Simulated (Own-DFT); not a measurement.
# One host, several defects: zincblende InP

The numbers are computed, not measured, by runs of the plane-wave DFT program Own-DFT (in-house, retired, unreviewed) at fixed positions, with no spin and no spin-orbit coupling.

Common settings: PBE; PseudoDojo norm-conserving scalar-relativistic files; cutoff 36 hartree; 3 x 3 x 3 k mesh centred on Gamma; Fermi-Dirac smearing of 0.1 eV.

Caveats (not all hold for every row): not probed for a lower state with spin; forces on such cells moved up to 12 meV/angstrom on a denser k mesh; stress not checked against mesh or cutoff.

All runs share one cell, with vectors in Å (11.737, 0.000, 0.000); (0.000, 11.737, 0.000); (0.000, 0.000, 11.737) and a volume of 1617.0 Å³. The atoms are randomly displaced, by u rms on each axis. The defect's site can differ from row to row.

```
                                      cell  formula   u (Å)  P (GPa)
                                 no defect  In32P32  0.0184     3.19
                                 no defect  In32P32  0.0199     3.20
                                 no defect  In32P32  0.0537     3.66
one In on a P site and one P on an In site  In32P32  0.0269     3.60
one In on a P site and one P on an In site  In32P32  0.0285        ?
one In on a P site and one P on an In site  In32P32  0.0513     4.04
one In on a P site and one P on an In site  In32P32  0.0525     3.95
                           two P vacancies  In32P30  0.0282     2.87
                           two P vacancies  In32P30  0.0304     2.98
                           two P vacancies  In32P30  0.0323     2.99
```

## What the rows give

P = P0 + c u² + a shift for each defect gives P0 = 3.12 GPa, c = 193 ± 19 GPa/Å² and a scatter of 0.05 GPa. The shifts, and each times the cell's volume:

- one In on a P site and one P on an In site: 0.35 ± 0.04 GPa, 3.6 eV
- two P vacancies: -0.35 ± 0.04 GPa, -3.5 eV (-1.8 eV for each of its 2 sites)

Positive is outwards. The product with the volume (160.2 GPa Å³ to the eV) is nearly free of the cell's size; divided by the bulk modulus at the cell's pressure it gives the volume that the defect adds. The atoms around the defects weren't relaxed, which would change these numbers.

## The run left out

Asked: what pressure belongs in the blank (one In on a P site and one P on an In site, u = 0.0285 Å)?

Estimate: 3.63 ± 0.06 GPa. The calculation gave 3.59 GPa.
